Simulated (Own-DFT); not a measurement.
# Reading a pressure off an energy slope: corundum Al2O3, 78 atoms (Al32O46), with two O vacancies

All values are computed. Each geometry was run twice at fixed positions with Own-DFT, a retired in-house plane-wave program that no person has reviewed: with PBE, and with HSE06 (exact exchange share 0.25 at short range, screening 0.11 per bohr, Gygi-Baldereschi treatment of its divergence). Both used PseudoDojo norm-conserving files made for PBE, a cutoff of 48 hartree, the Gamma point alone, fixed occupations, a neutral cell and no spin. With Gamma alone and a thickness of 7.9 Å, finite-size errors remain in every number. The oxygen file's force components were 24 meV/Å off all-electron values in a glass.

Unstrained cell vectors in Å: (5.494, 0.000, 8.660); (-2.747, 4.758, 8.660); (-2.747, -4.758, 8.660), volume V0 = 679.1 Å³, from measured lattice constants. Each geometry has its own random strain of a few per cent, its own defect sites and random moves of rms u per axis. HSE06 gave the energy alone. D is its energy less that of PBE, over the lowest D shown. The PBE stress wasn't checked against mesh or cutoff.

```
run,V - V0 (Å³),u (Å),P with PBE (GPa),D (eV)
1,6.0,0.0295,5.21,1.348
2,-33.6,0.0507,24.05,0.000
3,9.4,0.0314,3.57,1.560
4,-8.9,0.0314,10.63,0.819
5,15.9,0.0283,2.14,1.807
6,-14.6,0.0512,15.37,0.720
7,14.4,0.0286,1.87,1.699
8,-1.4,0.0485,9.40,1.144
9,2.2,0.0295,6.84,1.219
10,-1.7,0.0315,8.11,1.096
11,-9.9,0.0271,11.20,0.727
12,-9.9,0.0308,11.79,0.741
13,-6.1,0.0279,9.26,?
```

## Fit

D = 1.08 + 0.0389 (V - V0) + 75 u² eV, with an error of 0.0010 on the volume slope, 18 on the last term and a scatter of 0.03 eV. Pressure is -dE/dV, and 1 eV/Å³ is 160.2 GPa, so HSE06 changes the pressure by -6.2 ± 0.2 GPa. With the ions held to the strained lattice, the PBE pressure falls by 274 ± 11 GPa per unit of volume strain; the shape of the strain isn't fitted, so the true error is larger, and a relaxed crystal would be softer. On that slope HSE06's volume at a given pressure is about 2.3 % smaller, or 0.8 % in lengths. At u = 0 and V0 the PBE pressure is 6.5 GPa, which puts the zero-pressure volume, against the measured cell and with the defects in, at +2.4 % for PBE and +0.1 % for HSE06, each good to a few tenths of a per cent.

## Prediction

The question: what D should run 13 give?

Estimate: 0.90 eV, with rows scattering by 0.03. Computed: 0.888 eV.
